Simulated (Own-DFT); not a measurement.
# What a defect does to the pressure of its cell: D0_22 TiAl3

No measurement is shown. These are fixed-geometry runs of a retired plane-wave code named Own-DFT, which no person has reviewed; spin and spin-orbit coupling are neglected.

Method: PBE; PseudoDojo norm-conserving scalar-relativistic files; cutoff 42 hartree; 4 x 4 x 4 k mesh centred on Gamma; cold (Marzari-Vanderbilt) smearing of 0.2 eV.

Keep in mind: forces on such cells failed a check on a denser k mesh; stress not checked against mesh or cutoff.

All runs share one cell, with vectors in Å (-2.365, -6.981, 4.326); (-7.667, 3.491, 1.442); (-2.950, -3.488, -7.241) and a volume of 625.4 Å³. The atoms are randomly displaced, by u rms on each axis. The defect's site can differ from row to row.

| cell | formula | u (Å) | P (GPa) |
|---|---|---|---|
| no defect | Al30Ti10 | 0.0201 | 1.97 |
| no defect | Al30Ti10 | 0.0208 | 1.99 |
| no defect | Al30Ti10 | 0.0568 | 2.95 |
| two Al vacancies | Al28Ti10 | 0.0280 | 1.14 |
| two Al vacancies | Al28Ti10 | 0.0310 | 1.40 |
| two Al vacancies | Al28Ti10 | 0.0494 | 1.60 |
| two Ti on an Al site each | Al28Ti12 | 0.0270 | 3.28 |
| two Ti on an Al site each | Al28Ti12 | 0.0498 | 3.78 |
| two Ti on an Al site each | Al28Ti12 | 0.0534 | 3.97 |
| two Al on a Ti site each | Al32Ti8 | 0.0319 | 2.97 |
| two Al on a Ti site each | Al32Ti8 | 0.0323 | 2.99 |
| two Al on a Ti site each | Al32Ti8 | 0.0509 | 3.40 |
| two Al on a Ti site each | Al32Ti8 | 0.0518 | ? |

## Analysis

P = P0 + c u² + a shift for each defect gives P0 = 1.88 GPa, c = 308 ± 26 GPa/Å² and a scatter of 0.09 GPa. The shifts, and each times the cell's volume:

- two Ti on an Al site each: 1.17 ± 0.07 GPa, 4.6 eV (2.3 eV for each of its 2 sites)
- two Al on a Ti site each: 0.76 ± 0.07 GPa, 3.0 eV (1.5 eV for each of its 2 sites)
- two Al vacancies: -0.93 ± 0.07 GPa, -3.6 eV (-1.8 eV for each of its 2 sites)

Against the defect-free cell, a freed cell would be larger where the shift is positive and smaller where it is negative (160.2 GPa Å³ is 1 eV). The atoms around the defects weren't relaxed, which would change these numbers.

## Withheld run

Asked: what pressure belongs in the blank (two Al on a Ti site each, u = 0.0518 Å)?

From the fit: 3.47 ± 0.10 GPa. The run itself gave 3.42 GPa.
